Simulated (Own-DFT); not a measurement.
# Computed records: GaP (zincblende, strained, atoms displaced)

A calculation, not a measurement: plane-wave PBE density functional theory by an unreviewed code, no spin, of a simulated periodic cell, stress positive in tension, free energy of the whole cell less one offset for each atom, forces on such cells passed a denser k mesh, this cell's mesh not checked; offsets are fitted by least squares, one for each functional and potential file, so energies compare only between cells with the same atoms and settings and are not formation energies; the far tail of each file's local potential was reset to the Coulomb form; each entry is a single point on an unrelaxed cell, so the pressure reflects the starting lattice, mostly measured values (interpolated for alloys), from which strain is counted, and rises with the displacements; printed positions are rounded, which can move forces by about a meV/angstrom; the program, named Own-DFT, is a retired in-house code; no spin-orbit coupling. Program: Own-DFT development build.

Common to all runs: functional PBE; potential files PseudoDojo norm-conserving, scalar-relativistic, standard set; wave cutoff 42 hartree; occupations Fermi-Dirac; smearing width 0.1 eV; hardware one NVIDIA H100; k mesh 3 x 3 x 3 centred on Gamma.

(1) GaP (zincblende, strained, atoms displaced)

```
GaP
1.0
     11.0256     0.1589    -0.1442
      0.1589    10.6903    -0.1164
     -0.1442    -0.1164    10.8351
Ga P Ga P Ga P Ga P Ga P Ga P Ga P Ga P
4 4 4 4 4 4 4 4 4 4 4 4 4 4 4 4
Direct
  0.99944 0.99932 0.00664
  0.00325 0.24773 0.25721
  0.25478 0.00006 0.24863
  0.24562 0.25224 0.99566
  0.12772 0.12305 0.12545
  0.12249 0.37403 0.38510
  0.37614 0.13074 0.37952
  0.37301 0.37116 0.12698
  0.00239 0.00922 0.49380
  0.99402 0.24816 0.75002
  0.24523 0.00249 0.75279
  0.24910 0.25662 0.49441
  0.11950 0.12675 0.62258
  0.12433 0.37547 0.87802
  0.38244 0.12188 0.87759
  0.37502 0.36934 0.62594
  0.99929 0.51005 0.99930
  0.00675 0.75117 0.25419
  0.24720 0.49560 0.25160
  0.25299 0.75029 0.00042
  0.11853 0.62279 0.12971
  0.12028 0.87166 0.38322
  0.37256 0.62393 0.37926
  0.37442 0.88630 0.12225
  0.99917 0.50174 0.50012
  0.98648 0.75186 0.75969
  0.25070 0.50509 0.75766
  0.24895 0.75283 0.50039
  0.11841 0.63169 0.62182
  0.12449 0.88307 0.87617
  0.36709 0.61792 0.87198
  0.38027 0.87111 0.62741
  0.49907 0.00244 0.00034
  0.49991 0.25317 0.24854
  0.75677 0.99159 0.24799
  0.75322 0.25193 0.99225
  0.62193 0.12785 0.12565
  0.62761 0.37252 0.37556
  0.87436 0.12177 0.37154
  0.87351 0.37006 0.12478
  0.49593 0.00052 0.49445
  0.49754 0.25070 0.74905
  0.74838 0.00185 0.74354
  0.74640 0.25110 0.49612
  0.62834 0.13376 0.62907
  0.62320 0.37311 0.87770
  0.87315 0.12147 0.86806
  0.87992 0.37426 0.62574
  0.49717 0.50160 0.00470
  0.50458 0.75244 0.25247
  0.75251 0.50428 0.24484
  0.74830 0.74123 0.99646
  0.62264 0.62876 0.12452
  0.61767 0.88107 0.37585
  0.88022 0.62883 0.37575
  0.87247 0.88243 0.13555
  0.49314 0.49217 0.50475
  0.49584 0.75180 0.74728
  0.74238 0.50721 0.74690
  0.74757 0.75624 0.49787
  0.62840 0.62073 0.62750
  0.62739 0.87178 0.87322
  0.87985 0.62880 0.87333
  0.87714 0.88075 0.62254
```

* free energy of cell above offsets: -31.760 eV
* pressure: 4.94 GPa
* stress xx: -3.77 GPa
* stress yy: -5.93 GPa
* stress zz: -5.12 GPa
* stress yz: -1.56 GPa
* stress xz: -2.71 GPa
* stress xy: 3.33 GPa
* wall time: 515.3 s

Force:
```
element  x (eV/Å)  y (eV/Å)  z (eV/Å)
     Ga    -0.507      0.23    -0.173
     Ga    -0.262     -0.13    -0.504
     Ga    -0.805     0.144      1.18
     Ga     0.634    -0.881     0.619
      P    -0.084     0.728     0.055
      P    -0.152     0.839    -1.635
      P    -0.249    -0.039    -1.075
      P    -0.183     0.665    -0.488
     Ga    -0.497    -0.847     0.773
     Ga     0.545    -0.075     0.487
     Ga     0.552    -0.011    -0.364
     Ga     0.112    -1.196     1.437
      P     1.163     0.564     0.137
      P     -0.54      0.53    -0.839
      P    -1.248     0.979    -0.977
      P    -0.738     0.946     0.244
     Ga    -0.219    -1.581      0.43
     Ga    -1.058     0.043     0.024
     Ga    -0.097    -0.029     0.418
     Ga    -0.673     0.074     0.282
      P     1.352     0.624    -0.436
      P     1.175      1.09    -1.054
      P     0.341     0.127    -0.704
      P     0.696    -1.587    -0.003
     Ga    -0.351    -0.087     0.746
     Ga     1.603     0.989    -1.231
     Ga    -1.796    -1.474    -1.919
     Ga     0.114     -0.47     0.749
      P     0.569    -0.065     1.002
      P    -0.228     -1.02     0.078
      P     2.001     1.808     1.168
      P    -1.211     1.403    -0.882
     Ga      0.99    -0.645     0.322
     Ga      0.12    -0.478     0.623
     Ga    -2.566     1.874      1.38
     Ga    -0.289    -0.799     0.713
      P     1.054     -0.29    -0.271
      P     -0.51     1.262    -0.699
      P    -0.351     0.787     -0.03
      P     0.747     0.701    -0.208
     Ga     0.122      0.49     1.739
     Ga     0.188    -0.394     0.738
     Ga      -0.2    -0.629      0.41
     Ga     0.899    -0.426     0.804
      P    -0.601    -0.608     -1.16
      P    -0.141     1.069    -0.537
      P     0.453     0.079     0.804
      P    -1.059      0.75    -0.471
     Ga    -0.212    -0.548     -0.14
     Ga    -1.271    -0.066    -0.111
     Ga    -0.041    -0.423     0.734
     Ga     0.215     0.958     0.744
      P     0.242    -0.137    -0.179
      P     1.366    -0.229    -0.479
      P     -0.78     0.087     -0.49
      P     1.685    -2.505     -2.51
     Ga     0.734     0.214    -0.124
     Ga     0.836     -1.21     0.989
     Ga     1.451    -1.811      1.28
     Ga     0.121    -0.456     0.432
      P    -1.462     1.502    -1.622
      P    -0.266     0.512    -0.073
      P    -1.347    -0.868     0.187
      P     -0.09    -0.054    -0.337
```

(2) GaP (zincblende, strained, atoms displaced)

```
GaP
1.0
     10.8192     0.0197    -0.1839
      0.0197    10.6980    -0.1734
     -0.1839    -0.1734    10.9492
Ga P Ga P Ga P Ga P Ga P Ga P Ga P Ga P
4 4 4 4 4 4 4 4 4 4 4 4 4 4 4 4
Direct
  0.99842 0.00767 0.99986
  0.99631 0.24786 0.25186
  0.25819 0.00343 0.25624
  0.24826 0.26038 0.00232
  0.11773 0.12274 0.12523
  0.12594 0.36806 0.37203
  0.38302 0.11603 0.37717
  0.37504 0.37814 0.12245
  0.99830 0.99473 0.50381
  0.99726 0.24624 0.74978
  0.25265 0.99885 0.74725
  0.24792 0.25090 0.50322
  0.12752 0.12300 0.61997
  0.12167 0.37986 0.88031
  0.38037 0.12951 0.87796
  0.37628 0.37720 0.63188
  0.00225 0.50374 0.00028
  0.00189 0.75149 0.24738
  0.25267 0.50670 0.24758
  0.25181 0.75113 0.00633
  0.12848 0.62672 0.12418
  0.12669 0.86541 0.37349
  0.37523 0.62632 0.37696
  0.36679 0.87696 0.12631
  0.99544 0.50115 0.50706
  0.00068 0.75349 0.75063
  0.25169 0.50178 0.74897
  0.25014 0.74897 0.49918
  0.12428 0.62107 0.62862
  0.12787 0.87896 0.88276
  0.37912 0.61419 0.87428
  0.37122 0.87471 0.62117
  0.48980 0.99964 0.00245
  0.49058 0.24778 0.25318
  0.74392 0.99807 0.25601
  0.75951 0.25737 0.99572
  0.62168 0.12728 0.12334
  0.62049 0.37532 0.38149
  0.87048 0.12590 0.38168
  0.86903 0.37201 0.12534
  0.50070 0.99345 0.50674
  0.50160 0.25546 0.75473
  0.75988 0.99684 0.74910
  0.74653 0.24342 0.50310
  0.63128 0.13093 0.63200
  0.62464 0.37114 0.87692
  0.87195 0.13109 0.87833
  0.87716 0.37252 0.62215
  0.50165 0.50326 0.00333
  0.50320 0.75280 0.24870
  0.75798 0.50403 0.25436
  0.74425 0.74458 0.99673
  0.62880 0.62572 0.12149
  0.62432 0.87150 0.37979
  0.86687 0.62613 0.37309
  0.87661 0.87908 0.12580
  0.50504 0.49626 0.49838
  0.50393 0.75652 0.74145
  0.74960 0.50463 0.74988
  0.75448 0.75114 0.49715
  0.62034 0.62828 0.62874
  0.61385 0.86981 0.87470
  0.87526 0.62675 0.88056
  0.88117 0.87221 0.61983
```

- free energy of cell above offsets: -31.697 eV
- pressure: 5.69 GPa
- stress xx: -5.63 GPa
- stress yy: -6.44 GPa
- stress zz: -5.01 GPa
- stress yz: -3.66 GPa
- stress xz: -3.73 GPa
- stress xy: -0.05 GPa
- wall time: 507.3 s

Force:
```
element  x (eV/Å)  y (eV/Å)  z (eV/Å)
     Ga    -0.606    -1.046    -0.267
     Ga    -0.486    -0.467    -0.117
     Ga    -1.943    -0.645    -0.607
     Ga    -0.527    -1.374    -0.247
      P     1.724     0.979     0.848
      P     0.134     1.535     0.327
      P     -0.17     1.451     1.051
      P     0.529     0.447     0.879
     Ga     0.431     0.191     -1.14
     Ga     0.473     0.166     0.069
     Ga    -0.271     0.346     0.782
     Ga     0.611    -0.348    -0.342
      P    -0.152     0.189     0.825
      P     0.302    -0.313    -1.229
      P     -0.98     0.252    -0.481
      P     0.175    -0.114    -0.973
     Ga     -0.71    -0.447     0.564
     Ga    -0.759    -0.607     -0.29
     Ga     -0.38    -1.022     0.324
     Ga    -0.243     -1.09    -1.271
      P    -0.311      0.24     0.206
      P     0.165     1.613     0.398
      P     0.813     0.104     -0.06
      P     1.479     0.232     0.499
     Ga     0.133    -0.559    -1.212
     Ga     0.232    -0.489     0.655
     Ga    -0.766    -0.728     0.472
     Ga    -0.578    -0.853     0.153
      P     0.358     1.036    -0.209
      P     0.002     0.068    -0.835
      P    -0.036     2.183      0.11
      P     0.401     0.146     0.456
     Ga     0.567    -0.261     0.154
     Ga     0.629      0.11    -0.367
     Ga     0.004     0.185    -0.563
     Ga    -2.148    -0.934     0.239
      P     0.527     0.112     0.194
      P     1.168    -0.564    -1.253
      P     0.675    -0.416     -0.54
      P      1.64     1.373     0.872
     Ga     0.566     0.483     0.198
     Ga    -0.469    -0.975    -0.382
     Ga    -1.128    -0.268     0.316
     Ga    -0.202     0.716    -0.146
      P    -0.696    -0.966    -0.034
      P     0.815     1.571     0.296
      P      0.95    -0.756    -0.778
      P    -0.539     0.381     0.594
     Ga     0.043    -1.055    -0.255
     Ga    -0.654    -0.537    -0.256
     Ga    -2.073    -1.543     -1.06
     Ga     0.267     0.945     0.302
      P      0.04     0.109     1.121
      P     0.232      0.56    -0.056
      P     2.485     0.788     0.871
      P    -0.587    -0.099    -0.313
     Ga    -1.219     0.581     0.796
     Ga    -1.586    -0.962     0.433
     Ga    -0.097    -0.785     0.126
     Ga    -1.121    -0.573     0.597
      P     1.279    -0.157    -1.027
      P     1.552     1.418     0.576
      P     0.341     0.268    -0.834
      P    -0.304     0.176     0.839
```

(3) GaP (zincblende, strained, atoms displaced)

```
GaP
1.0
     10.8381     0.1299    -0.1298
      0.1299    10.7404     0.0885
     -0.1298     0.0885    11.0605
Ga P Ga P Ga P Ga P Ga P Ga P Ga P Ga P
4 4 4 4 4 4 4 4 4 4 4 4 4 4 4 4
Direct
  0.99927 0.00425 0.99992
  0.00434 0.24784 0.24870
  0.24980 0.00484 0.25143
  0.25029 0.25742 0.00726
  0.11715 0.13138 0.12880
  0.13215 0.37188 0.37586
  0.37026 0.12629 0.37113
  0.37913 0.38200 0.12277
  0.00394 0.00372 0.50057
  0.99399 0.24938 0.75526
  0.25097 0.00523 0.75230
  0.25550 0.24684 0.50060
  0.12298 0.12178 0.62000
  0.12276 0.38070 0.87041
  0.37198 0.12217 0.87099
  0.37149 0.37514 0.61883
  0.00489 0.49920 1.00000
  0.99954 0.76000 0.24643
  0.24332 0.50743 0.24684
  0.24080 0.75218 0.00403
  0.13146 0.61571 0.12327
  0.12185 0.87854 0.37614
  0.37984 0.62536 0.37465
  0.37344 0.87732 0.12464
  0.99236 0.49495 0.50100
  0.99600 0.75000 0.74057
  0.25670 0.50323 0.73987
  0.24678 0.75613 0.49810
  0.12907 0.62223 0.63086
  0.11639 0.87872 0.87164
  0.36934 0.61634 0.87751
  0.37622 0.87653 0.62417
  0.50015 0.99871 0.99345
  0.50402 0.24678 0.25367
  0.75097 0.00563 0.25411
  0.75979 0.24795 0.00091
  0.62638 0.12701 0.12734
  0.62507 0.37022 0.37428
  0.87656 0.12862 0.37349
  0.86977 0.37516 0.13082
  0.50030 0.00110 0.50122
  0.50305 0.24337 0.74374
  0.74591 0.00157 0.74829
  0.75453 0.25277 0.50060
  0.63290 0.11959 0.63249
  0.62160 0.38072 0.87000
  0.87709 0.12863 0.87782
  0.87162 0.37634 0.62985
  0.49787 0.50048 0.99484
  0.49972 0.74762 0.25090
  0.75230 0.49621 0.24261
  0.75159 0.74276 0.00512
  0.62902 0.63327 0.12066
  0.62527 0.87405 0.36238
  0.87207 0.62266 0.38109
  0.88156 0.87870 0.12929
  0.49487 0.50718 0.50487
  0.50613 0.75021 0.75081
  0.75531 0.49969 0.74490
  0.74727 0.74550 0.49969
  0.62893 0.62766 0.62001
  0.61873 0.87478 0.86637
  0.87756 0.62258 0.87190
  0.86899 0.87076 0.63187
```

- free energy of cell above offsets: -32.033 eV
- pressure: 4.15 GPa
- stress xx: -4.48 GPa
- stress yy: -5.03 GPa
- stress zz: -2.95 GPa
- stress yz: 1.44 GPa
- stress xz: -2.46 GPa
- stress xy: 2.55 GPa
- wall time: 529.4 s

Force:
```
element  x (eV/Å)  y (eV/Å)  z (eV/Å)
     Ga     0.401     -0.46      0.39
     Ga    -0.624     0.963     1.079
     Ga    -0.359    -0.611    -0.323
     Ga    -0.123    -0.347    -0.694
      P     1.267    -0.721    -1.155
      P     -0.97     0.616    -0.248
      P     0.914     0.063     0.439
      P    -0.095    -0.388     0.846
     Ga    -1.091    -0.833     0.067
     Ga     1.057     0.043    -0.428
     Ga     -0.42    -1.055    -0.402
     Ga    -0.544    -0.237     0.034
      P     0.248     1.163     0.879
      P     0.582    -0.514    -0.129
      P     0.158     1.367     0.652
      P     0.822    -0.274     0.382
     Ga    -0.684    -0.416     0.126
     Ga      0.87    -1.987     1.124
     Ga     2.018    -1.717     1.758
     Ga     0.644      0.02      -0.6
      P    -2.167     2.298    -0.697
      P     0.141     0.189    -0.588
      P    -1.289     0.569     -0.43
      P    -0.199     0.012    -0.181
     Ga     1.344    -0.136     0.277
     Ga     0.876    -0.731     1.405
     Ga     0.042    -1.028     1.426
     Ga     0.548    -0.782     0.474
      P    -1.151     0.947    -1.863
      P     0.428     -0.15    -0.062
      P    -0.007     1.883    -0.737
      P    -0.279     0.013      0.12
     Ga     0.136     -0.04     0.736
     Ga    -0.532     0.289     -0.39
     Ga     0.294    -0.497    -0.273
     Ga    -1.386     0.657     0.087
      P    -0.159    -0.167    -1.094
      P    -0.237     1.151     0.248
      P     0.073     0.028      0.39
      P     1.505     -0.23    -1.221
     Ga     0.365    -0.319    -0.355
     Ga    -0.351     0.634     0.708
     Ga     1.442    -1.266     1.784
     Ga    -0.209     -0.48     0.271
      P    -1.245     1.522     -2.51
      P     0.646    -0.797    -0.009
      P    -0.751    -0.686    -0.642
      P     0.488    -0.581    -0.795
     Ga     0.933    -0.081     0.677
     Ga    -0.022     0.067    -0.491
     Ga    -0.885     0.787     1.383
     Ga      0.83     1.341    -1.237
      P    -1.248    -1.358     0.619
      P     0.043     0.392     1.465
      P     0.176     0.437    -1.445
      P    -1.599     0.756    -1.369
     Ga     0.955    -1.072    -0.218
     Ga    -1.158    -1.059    -0.369
     Ga    -0.872     0.347     0.945
     Ga     0.177     0.931    -0.451
      P    -0.731    -0.312     0.703
      P     1.375     0.213     1.438
      P    -0.149     0.449     0.254
      P    -0.265     1.184     -1.78
```

(4) GaP (zincblende, strained, atoms displaced)

```
GaP
1.0
     11.1175     0.0579     0.1606
      0.0579    11.0885    -0.1409
      0.1606    -0.1409    10.8807
Ga P Ga P Ga P Ga P Ga P Ga P Ga P Ga P
4 4 4 4 4 4 4 4 4 4 4 4 4 4 4 4
Direct
  0.00097 0.00061 0.00407
  0.99860 0.24059 0.24782
  0.24732 0.00158 0.25658
  0.25217 0.24443 0.00478
  0.12374 0.12473 0.11578
  0.12830 0.37655 0.37028
  0.37518 0.12054 0.37719
  0.37947 0.38477 0.12683
  0.99140 0.00015 0.49898
  0.99410 0.24719 0.74616
  0.25325 0.00470 0.74632
  0.25083 0.25346 0.49623
  0.12348 0.12181 0.63050
  0.13403 0.38161 0.87300
  0.38086 0.12024 0.87286
  0.37565 0.37670 0.62332
  0.99430 0.50445 0.00027
  0.99390 0.74998 0.24827
  0.24859 0.50071 0.25334
  0.24918 0.74722 0.99411
  0.13053 0.62460 0.12088
  0.12611 0.86891 0.36622
  0.37592 0.62362 0.37419
  0.37287 0.88003 0.12945
  0.98946 0.50175 0.49916
  0.99467 0.74494 0.74732
  0.25296 0.50309 0.74651
  0.25004 0.74787 0.49812
  0.13239 0.61945 0.61942
  0.12740 0.87828 0.87525
  0.37719 0.63421 0.87412
  0.37601 0.88215 0.62103
  0.49712 0.99666 0.98947
  0.50217 0.24822 0.24792
  0.74737 0.00239 0.25113
  0.74615 0.25693 0.00027
  0.62048 0.12864 0.12468
  0.62137 0.37208 0.37075
  0.87722 0.11819 0.37651
  0.87729 0.37669 0.12103
  0.49710 0.99851 0.49823
  0.50677 0.25398 0.75304
  0.75102 0.00132 0.75078
  0.75006 0.23998 0.50632
  0.62439 0.13051 0.62219
  0.62498 0.37706 0.87511
  0.87354 0.13305 0.87682
  0.87033 0.37869 0.62410
  0.49546 0.50847 0.99421
  0.50239 0.75466 0.25582
  0.74621 0.50116 0.25377
  0.74575 0.74359 0.01009
  0.62689 0.63002 0.12867
  0.62223 0.87559 0.37669
  0.87403 0.63230 0.37096
  0.87242 0.87706 0.12583
  0.50313 0.50634 0.50115
  0.50048 0.75040 0.75280
  0.74991 0.50184 0.75571
  0.74653 0.75095 0.50168
  0.62548 0.61839 0.63184
  0.62763 0.87131 0.87550
  0.87968 0.62779 0.87786
  0.86778 0.87352 0.61908
```

* free energy of cell above offsets: -33.860 eV
* pressure: 0.33 GPa
* stress xx: 0.21 GPa
* stress yy: 0.09 GPa
* stress zz: -1.29 GPa
* stress yz: -1.42 GPa
* stress xz: 2.59 GPa
* stress xy: 0.47 GPa
* wall time: 556.4 s

Force:
```
element  x (eV/Å)  y (eV/Å)  z (eV/Å)
     Ga    -0.568      -0.1    -0.703
     Ga      0.11     1.002     0.006
     Ga    -0.185     0.222    -0.626
     Ga     0.475     1.246    -0.656
      P     0.414     -0.41     1.258
      P    -1.006    -0.561     0.391
      P     0.066      0.62     -0.37
      P    -0.168    -1.107    -0.283
     Ga     1.326    -0.685     0.236
     Ga       0.6     1.092     0.419
     Ga    -0.395    -0.193      0.53
     Ga    -0.321    -0.145     0.524
      P    -0.016     0.214    -1.192
      P    -0.864    -0.846     0.224
      P    -0.293     0.843    -0.243
      P     0.593    -0.275     0.007
     Ga     1.204    -0.363    -0.081
     Ga     0.794     0.243    -0.675
     Ga     0.079     0.427    -0.452
     Ga     -0.27     1.177     0.944
      P    -0.751     -0.09     0.408
      P     -0.51     0.326     1.049
      P     0.417     0.163      0.04
      P     0.359    -0.651     -0.65
     Ga     0.834     0.079    -0.356
     Ga     0.895     0.766     -0.34
     Ga     0.113     0.067     0.358
     Ga     0.023     0.609    -0.063
      P    -1.068     0.373     0.217
      P    -0.239    -0.455     -0.59
      P    -0.069    -1.005    -0.597
      P    -0.036    -1.295     0.314
     Ga     0.158    -0.052     1.233
     Ga    -1.005     0.601      0.32
     Ga    -0.382     0.079    -0.132
     Ga    -0.061    -0.109     0.403
      P     0.763    -0.918     -0.79
      P     0.683    -0.023     0.821
      P    -0.432     0.629    -0.392
      P    -0.339    -0.214     0.705
     Ga     0.282     0.667     0.222
     Ga    -0.944      0.08    -0.304
     Ga    -0.271     0.337     0.141
     Ga     0.252     1.426    -0.985
      P    -0.332    -1.433     0.584
      P     0.028     0.342     0.296
      P    -0.023    -0.981     0.043
      P     0.184    -0.669     0.008
     Ga       0.4    -0.033      0.55
     Ga    -0.831     0.024      -0.5
     Ga      0.26    -0.166    -0.328
     Ga     0.681     1.093    -0.904
      P    -0.775    -1.091     0.191
      P     0.693     0.013     0.071
      P    -0.354     -0.89     0.484
      P     0.088    -0.199    -0.166
     Ga    -0.395    -0.671    -0.191
     Ga     0.056     0.699     -0.57
     Ga     0.191     0.076     0.145
     Ga     -0.56    -0.253    -0.049
      P     0.233     0.766    -0.493
      P     0.419    -0.113    -0.086
      P    -0.909    -0.244    -0.055
      P       0.7    -0.065     0.684
```
